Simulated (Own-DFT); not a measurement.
Si$_{3}$N$_{4}$ (beta silicon nitride, atoms displaced) (calculated)

Computed with Own-DFT development build. A calculation, not a measurement: plane-wave PBE density functional theory by an unreviewed code, no spin, of a simulated periodic cell, stress positive in tension, free energy of the whole cell less one offset for each atom, forces on such cells passed a denser k mesh, this cell's mesh not checked; offsets are fitted by least squares, one for each functional and potential file, so energies compare only between cells with the same atoms and settings and are not formation energies; the far tail of each file's local potential was reset to the Coulomb form; each entry is a single point on an unrelaxed cell, so the pressure reflects the starting lattice, mostly measured values (interpolated for alloys), from which strain is counted, and rises with the displacements; printed positions are rounded, which can move forces by about a meV/angstrom; the program, named Own-DFT, is a retired in-house code; no spin-orbit coupling.

Settings shared by all entries: functional PBE; potential files PseudoDojo norm-conserving, scalar-relativistic, standard set; wave cutoff 42 hartree; occupations Fermi-Dirac; smearing width 0.1 eV; k mesh 3 x 3 x 3 centred on Gamma.

(1) Si$_{3}$N$_{4}$ (beta silicon nitride, atoms displaced)

```cif
# cell vector a (Å): 7.6060 0.0000 0.0000
# cell vector b (Å): -3.8030 6.5870 0.0000
# cell vector c (Å): 0.0000 0.0000 8.7270
data_Si3N4
_symmetry_space_group_name_H-M 'P 1'
_symmetry_Int_Tables_number 1
_cell_length_a 7.6060
_cell_length_b 7.6060
_cell_length_c 8.7270
_cell_angle_alpha 90.000
_cell_angle_beta 90.000
_cell_angle_gamma 120.000
_cell_volume 437.23
loop_
_atom_site_label
_atom_site_type_symbol
_atom_site_fract_x
_atom_site_fract_y
_atom_site_fract_z
_atom_site_occupancy
Si1 Si 0.17868 0.77715 0.07463 1
Si2 Si 0.22363 0.39683 0.09020 1
Si3 Si 0.61031 0.83355 0.08949 1
Si4 Si 0.82234 0.23100 0.24571 1
Si5 Si 0.77266 0.60241 0.25657 1
Si6 Si 0.40142 0.16531 0.24495 1
N1 N 0.33366 0.01913 0.08489 1
N2 N 0.97616 0.31248 0.09562 1
N3 N 0.69567 0.66394 0.08862 1
N4 N 0.67083 0.96587 0.24718 1
N5 N 0.02214 0.70143 0.25400 1
N6 N 0.29929 0.33000 0.24585 1
N7 N 0.33524 0.67843 0.07712 1
N8 N 0.66275 0.33748 0.24813 1
Si7 Si 0.17395 0.75877 0.41619 1
Si8 Si 0.23924 0.41095 0.41990 1
Si9 Si 0.59792 0.82220 0.42311 1
Si10 Si 0.81687 0.22819 0.57803 1
Si11 Si 0.76745 0.59579 0.58176 1
Si12 Si 0.39802 0.15497 0.58740 1
N9 N 0.32604 0.03241 0.41577 1
N10 N 0.97543 0.30764 0.41529 1
N11 N 0.71318 0.69018 0.42245 1
N12 N 0.66735 0.97103 0.58501 1
N13 N 0.01856 0.68623 0.57708 1
N14 N 0.29160 0.33552 0.57658 1
N15 N 0.33521 0.68113 0.41139 1
N16 N 0.64965 0.32144 0.58137 1
Si13 Si 0.17244 0.77310 0.74630 1
Si14 Si 0.22560 0.40431 0.74350 1
Si15 Si 0.58319 0.83273 0.74828 1
Si16 Si 0.83206 0.23528 0.91495 1
Si17 Si 0.77137 0.59894 0.91765 1
Si18 Si 0.39523 0.16015 0.91757 1
N17 N 0.33686 0.04104 0.75271 1
N18 N 0.97286 0.30917 0.74518 1
N19 N 0.71262 0.68275 0.74878 1
N20 N 0.67229 0.98177 0.92011 1
N21 N 0.03743 0.70173 0.91698 1
N22 N 0.28658 0.32010 0.91744 1
N23 N 0.33510 0.66528 0.75174 1
N24 N 0.66497 0.32595 0.91413 1
```

The calculation gives: free energy of cell above offsets -3.911 eV; pressure 7.45 GPa; stress xx -8.34 GPa; stress yy -5.25 GPa; stress zz -8.77 GPa; stress yz 0.01 GPa; stress xz -0.7 GPa; stress xy -0.98 GPa.

Force:
```csv
element,x (eV/Å),y (eV/Å),z (eV/Å)
Si,0.385,-3.991,3.319
Si,0.7,3.614,-2.535
Si,-2.737,-2.087,-3.008
Si,-0.733,0.478,2.422
Si,-0.704,-1.6,-0.824
Si,0.033,2.099,1.519
N,-0.568,3.395,-0.721
N,-1.471,-1.132,-3.332
N,0.465,0.529,-0.938
N,0.229,1.903,3.111
N,2.437,1.225,-1.318
N,1.084,-0.617,2.221
N,2.083,-1.926,0.568
N,0.392,-0.787,0.265
Si,-3.469,2.004,-1.042
Si,-2.126,0.617,-3.513
Si,-2.527,2.17,-1.722
Si,0.867,1.914,0.248
Si,-1.001,-1.827,1.327
Si,-1.591,3.923,-3.233
N,-0.113,-2.009,0.271
N,-1.236,-0.85,-0.098
N,1.214,-2.011,-0.623
N,-0.301,-0.02,-0.463
N,2.424,1.574,1.463
N,3.423,-2.06,2.902
N,3.986,-2.771,0.519
N,1.253,2.234,-0.092
Si,0.463,-1.546,-0.087
Si,1.079,0.081,1.57
Si,3.011,-0.288,2.096
Si,-0.189,1.252,0.726
Si,-0.157,-1.561,-0.102
Si,0.613,4.181,1.991
N,-0.656,-4.766,-0.538
N,-1.463,-0.986,0.081
N,-1.081,0.22,0.455
N,0.581,-2.027,-0.544
N,-1.963,-0.267,-1.625
N,0.406,-0.45,-0.337
N,-2.044,0.644,-0.591
N,-0.997,1.52,0.212
```

(2) Si$_{3}$N$_{4}$ (beta silicon nitride, atoms displaced)

```cif
# cell vector a (Å): 7.6060 0.0000 0.0000
# cell vector b (Å): -3.8030 6.5870 0.0000
# cell vector c (Å): 0.0000 0.0000 8.7270
data_Si3N4
_symmetry_space_group_name_H-M 'P 1'
_symmetry_Int_Tables_number 1
_cell_length_a 7.6060
_cell_length_b 7.6060
_cell_length_c 8.7270
_cell_angle_alpha 90.000
_cell_angle_beta 90.000
_cell_angle_gamma 120.000
_cell_volume 437.23
loop_
_atom_site_label
_atom_site_type_symbol
_atom_site_fract_x
_atom_site_fract_y
_atom_site_fract_z
_atom_site_occupancy
Si1 Si 0.17307 0.76728 0.08167 1
Si2 Si 0.24431 0.41371 0.09122 1
Si3 Si 0.59556 0.83587 0.08901 1
Si4 Si 0.81113 0.22036 0.24185 1
Si5 Si 0.77485 0.59627 0.25829 1
Si6 Si 0.40707 0.16095 0.24058 1
N1 N 0.33388 0.02160 0.08398 1
N2 N 0.97985 0.31342 0.08342 1
N3 N 0.70696 0.67785 0.08118 1
N4 N 0.66752 0.95892 0.25459 1
N5 N 0.04032 0.70616 0.24270 1
N6 N 0.30233 0.33560 0.24941 1
N7 N 0.32856 0.67556 0.08602 1
N8 N 0.66680 0.33058 0.24879 1
Si7 Si 0.17995 0.77368 0.42580 1
Si8 Si 0.23644 0.41155 0.42244 1
Si9 Si 0.60344 0.82705 0.42113 1
Si10 Si 0.83066 0.21649 0.59089 1
Si11 Si 0.77165 0.58310 0.58027 1
Si12 Si 0.41694 0.18190 0.58908 1
N9 N 0.32284 0.03671 0.41899 1
N10 N 0.98660 0.31760 0.41490 1
N11 N 0.69793 0.66511 0.41533 1
N12 N 0.66403 0.96700 0.58355 1
N13 N 0.02533 0.70411 0.58406 1
N14 N 0.30701 0.32798 0.57911 1
N15 N 0.33815 0.66898 0.41338 1
N16 N 0.65851 0.32930 0.57984 1
Si13 Si 0.16352 0.76496 0.74840 1
Si14 Si 0.23390 0.40905 0.74743 1
Si15 Si 0.59307 0.81998 0.76552 1
Si16 Si 0.81500 0.22385 0.92303 1
Si17 Si 0.77105 0.58684 0.91044 1
Si18 Si 0.39803 0.16045 0.92829 1
N17 N 0.33684 0.03710 0.74228 1
N18 N 0.96335 0.30208 0.73972 1
N19 N 0.70404 0.67295 0.75639 1
N20 N 0.66958 0.97519 0.92257 1
N21 N 0.02829 0.70383 0.90595 1
N22 N 0.30064 0.33856 0.91546 1
N23 N 0.34120 0.68565 0.74546 1
N24 N 0.66512 0.34228 0.92610 1
```

It finds free energy of cell above offsets -2.826 eV; pressure 8.27 GPa; stress xx -6.26 GPa; stress yy -10 GPa; stress zz -8.54 GPa; stress yz 0.78 GPa; stress xz -1.07 GPa; stress xy -2.34 GPa.

Force:
```csv
element,x (eV/Å),y (eV/Å),z (eV/Å)
Si,-1.194,-1.47,-1.303
Si,-1.621,0.781,-2.049
Si,0.879,-3.811,-0.966
Si,3.559,2.466,2.203
Si,0.117,0.125,-3.744
Si,-2.045,3.151,4.591
N,-0.192,-0.364,-0.456
N,-1.62,-1.669,-0.389
N,0.002,-0.181,0.611
N,-0.074,2.715,0.148
N,-1.857,-0.621,3.198
N,2.274,-1.517,0.952
N,3.174,-0.685,-0.456
N,-0.685,-0.192,-0.07
Si,0.444,-0.034,-2.669
Si,1.166,-0.228,-1.863
Si,-1.477,-1.482,0.426
Si,-2.755,1.318,-6.081
Si,-2.841,0.968,0.912
Si,-2.189,-1.574,-2.462
N,0.766,-0.727,-0.598
N,-3.807,-2.93,0.427
N,0.641,0.055,1.571
N,0.794,-0.779,1.611
N,0.946,0.064,-0.353
N,-1.854,1.49,1.889
N,0.131,0.992,0.787
N,4.706,1.035,0.312
Si,2.279,2.405,-1.186
Si,-0.141,0.504,-0.318
Si,0.411,0.874,-2.9
Si,1.423,4.155,-0.989
Si,-2.064,2.93,2.561
Si,-0.643,3.753,-5.059
N,-0.492,-2.089,4.005
N,2.496,1.339,5.781
N,0.021,-0.361,-2.234
N,-0.228,-1.057,0.137
N,0.556,0.065,2.883
N,1.029,-1.326,0.921
N,-0.952,-3.4,0.413
N,0.918,-4.69,-0.195
```

(3) Si$_{3}$N$_{4}$ (beta silicon nitride, atoms displaced)

```cif
# cell vector a (Å): 7.6060 0.0000 0.0000
# cell vector b (Å): -3.8030 6.5870 0.0000
# cell vector c (Å): 0.0000 0.0000 8.7270
data_Si3N4
_symmetry_space_group_name_H-M 'P 1'
_symmetry_Int_Tables_number 1
_cell_length_a 7.6060
_cell_length_b 7.6060
_cell_length_c 8.7270
_cell_angle_alpha 90.000
_cell_angle_beta 90.000
_cell_angle_gamma 120.000
_cell_volume 437.23
loop_
_atom_site_label
_atom_site_type_symbol
_atom_site_fract_x
_atom_site_fract_y
_atom_site_fract_z
_atom_site_occupancy
Si1 Si 0.16399 0.76153 0.07959 1
Si2 Si 0.23886 0.41072 0.08704 1
Si3 Si 0.59308 0.82634 0.07980 1
Si4 Si 0.83674 0.23246 0.26384 1
Si5 Si 0.77320 0.59520 0.24328 1
Si6 Si 0.40397 0.18459 0.24683 1
N1 N 0.32497 0.02725 0.07775 1
N2 N 0.96364 0.30055 0.07863 1
N3 N 0.70050 0.66757 0.08522 1
N4 N 0.66561 0.97735 0.25521 1
N5 N 0.03963 0.69569 0.24832 1
N6 N 0.30512 0.33428 0.25727 1
N7 N 0.34483 0.66973 0.08868 1
N8 N 0.67841 0.33812 0.24927 1
Si7 Si 0.16128 0.77278 0.41569 1
Si8 Si 0.21785 0.40203 0.41318 1
Si9 Si 0.60097 0.82043 0.40795 1
Si10 Si 0.81648 0.22122 0.59292 1
Si11 Si 0.76009 0.58792 0.58381 1
Si12 Si 0.40160 0.17494 0.58817 1
N9 N 0.31788 0.01043 0.40558 1
N10 N 0.96421 0.29754 0.41327 1
N11 N 0.69834 0.66397 0.40510 1
N12 N 0.66491 0.95701 0.59872 1
N13 N 0.01549 0.68664 0.59449 1
N14 N 0.31025 0.31952 0.58758 1
N15 N 0.32338 0.66526 0.41472 1
N16 N 0.67094 0.34374 0.57841 1
Si13 Si 0.18205 0.77491 0.74842 1
Si14 Si 0.23030 0.39872 0.75087 1
Si15 Si 0.60185 0.83076 0.75271 1
Si16 Si 0.82816 0.24076 0.91350 1
Si17 Si 0.78601 0.60012 0.93417 1
Si18 Si 0.41176 0.17755 0.92214 1
N17 N 0.34601 0.03165 0.74861 1
N18 N 0.96073 0.28713 0.75038 1
N19 N 0.70444 0.66572 0.75317 1
N20 N 0.65393 0.95814 0.92245 1
N21 N 0.03354 0.69262 0.91629 1
N22 N 0.30086 0.33601 0.91877 1
N23 N 0.33374 0.66279 0.74451 1
N24 N 0.67576 0.34187 0.91391 1
```

It finds free energy of cell above offsets -2.219 eV; pressure 8.94 GPa; stress xx -7.51 GPa; stress yy -8.82 GPa; stress zz -10.48 GPa; stress yz 1.43 GPa; stress xz -1.21 GPa; stress xy 1.07 GPa.

Force:
```csv
element,x (eV/Å),y (eV/Å),z (eV/Å)
Si,3.878,1.317,1.351
Si,-1.692,-0.22,-0.607
Si,0.616,0.33,2.846
Si,-4.21,-1.125,-7.312
Si,1.247,-0.883,1.605
Si,3.492,-2.878,0.654
N,-0.292,0.441,1.413
N,2.381,0.682,2.239
N,-0.751,1.139,0.331
N,0.936,-0.991,-1.364
N,-3.031,-1.056,-1.017
N,-1.538,0.488,-1.449
N,-2.738,-1.036,-0.236
N,-1.738,-0.983,-0.063
Si,1.921,-3.742,2.12
Si,2.259,2.044,2.337
Si,-3.17,-0.383,2.423
Si,-1.214,0.36,-2.21
Si,-0.587,2.224,0.404
Si,4.826,-2.768,-2.563
N,0.108,6.772,1.565
N,2.136,0.373,6.151
N,0.476,0.354,1.894
N,0.363,3.379,-6.287
N,1.81,1.868,-2.224
N,-6.66,3.584,-0.932
N,1.276,-0.516,0.293
N,0.473,-5.129,0.113
Si,0.39,-1.656,-0.353
Si,-0.174,1.283,-0.538
Si,0.036,-4.869,3.135
Si,-0.122,-2.542,1.75
Si,-2.727,-0.976,-5.127
Si,-0.089,0.681,-1.849
N,-0.63,0.191,1.494
N,2.215,1.06,-0.086
N,-0.807,0.829,1.401
N,0.697,3.897,-2.004
N,0.932,0.876,-0.491
N,1.374,-1.269,0.321
N,-0.319,-0.251,0.384
N,-1.356,-0.901,0.488
```

(4) Si$_{3}$N$_{4}$ (beta silicon nitride, atoms displaced)

```cif
# cell vector a (Å): 7.6060 0.0000 0.0000
# cell vector b (Å): -3.8030 6.5870 0.0000
# cell vector c (Å): 0.0000 0.0000 8.7270
data_Si3N4
_symmetry_space_group_name_H-M 'P 1'
_symmetry_Int_Tables_number 1
_cell_length_a 7.6060
_cell_length_b 7.6060
_cell_length_c 8.7270
_cell_angle_alpha 90.000
_cell_angle_beta 90.000
_cell_angle_gamma 120.000
_cell_volume 437.23
loop_
_atom_site_label
_atom_site_type_symbol
_atom_site_fract_x
_atom_site_fract_y
_atom_site_fract_z
_atom_site_occupancy
Si1 Si 0.19078 0.78863 0.07826 1
Si2 Si 0.24210 0.40941 0.07324 1
Si3 Si 0.59733 0.82496 0.08603 1
Si4 Si 0.83097 0.23507 0.25623 1
Si5 Si 0.76148 0.59352 0.25158 1
Si6 Si 0.41440 0.17941 0.24806 1
N1 N 0.33190 0.03162 0.07715 1
N2 N 0.97290 0.31462 0.07983 1
N3 N 0.69177 0.66416 0.08335 1
N4 N 0.68342 0.96669 0.25310 1
N5 N 0.02137 0.69570 0.24831 1
N6 N 0.30546 0.33338 0.24910 1
N7 N 0.32950 0.65988 0.08564 1
N8 N 0.66723 0.31939 0.24515 1
Si7 Si 0.17745 0.76103 0.40441 1
Si8 Si 0.23788 0.41504 0.41084 1
Si9 Si 0.59038 0.84014 0.41721 1
Si10 Si 0.82335 0.22508 0.58063 1
Si11 Si 0.76091 0.59085 0.58643 1
Si12 Si 0.40863 0.18092 0.57689 1
N9 N 0.32426 0.02083 0.42006 1
N10 N 0.97217 0.30325 0.40976 1
N11 N 0.69564 0.67175 0.42459 1
N12 N 0.66175 0.96355 0.58626 1
N13 N 0.02134 0.68843 0.58514 1
N14 N 0.30332 0.32862 0.58053 1
N15 N 0.33111 0.68073 0.42976 1
N16 N 0.65800 0.33719 0.58548 1
Si13 Si 0.17829 0.76473 0.74563 1
Si14 Si 0.24460 0.41413 0.74802 1
Si15 Si 0.59492 0.82695 0.74748 1
Si16 Si 0.82011 0.23196 0.91707 1
Si17 Si 0.77744 0.58808 0.91199 1
Si18 Si 0.39975 0.17563 0.91742 1
N17 N 0.32594 0.03221 0.75041 1
N18 N 0.96531 0.29367 0.74703 1
N19 N 0.69982 0.66047 0.74658 1
N20 N 0.66500 0.96648 0.92483 1
N21 N 0.03070 0.68840 0.90446 1
N22 N 0.29363 0.32683 0.91989 1
N23 N 0.32969 0.66422 0.74759 1
N24 N 0.66747 0.33240 0.90484 1
```

The calculation gives: free energy of cell above offsets -4.123 eV; pressure 7.4 GPa; stress xx -7.56 GPa; stress yy -9.12 GPa; stress zz -5.5 GPa; stress yz -0.21 GPa; stress xz -1.12 GPa; stress xy 1.94 GPa.

Force:
```csv
element,x (eV/Å),y (eV/Å),z (eV/Å)
Si,-1.82,-6.469,-0.192
Si,-3.37,-0.243,3.921
Si,-0.66,-0.684,0.187
Si,0.885,-0.869,-4.219
Si,0.202,-0.377,0.622
Si,-1.247,-1.731,1.255
N,0.098,2.699,1.7
N,0.544,-0.926,0.866
N,1.74,-0.967,-0.848
N,-0.704,1.243,-0.802
N,1.381,1.067,-1.534
N,0.144,0.061,-0.933
N,0.287,3.036,0.191
N,-1.574,2.633,0.355
Si,-6.054,1.107,2.805
Si,0.175,-0.129,1.404
Si,1.721,-2.832,0.441
Si,-0.796,1.902,0.747
Si,1.951,0.707,-1.732
Si,-0.164,-2.652,1.507
N,0.339,1.85,-2.104
N,1.033,0.314,2.955
N,-0.867,0.118,-1.865
N,0.195,2.264,-0.678
N,1.206,0.688,-1.521
N,-2.135,1.536,-0.496
N,4.545,-3.251,-1.061
N,3.06,-1.761,-0.886
Si,-2.249,1.029,-1.445
Si,-1.866,-2.344,-0.475
Si,0.618,-1.425,2.448
Si,1.871,-0.2,-0.124
Si,-1.855,0.93,0.575
Si,1.664,0.262,-2.464
N,0.192,-0.186,-0.461
N,1.229,0.252,0.223
N,-2.737,1.868,2.58
N,0.147,0.38,-2.077
N,0.901,1.466,2.922
N,1.473,-0.432,-3.011
N,2.305,0.855,0.235
N,-1.81,-0.788,0.987
```
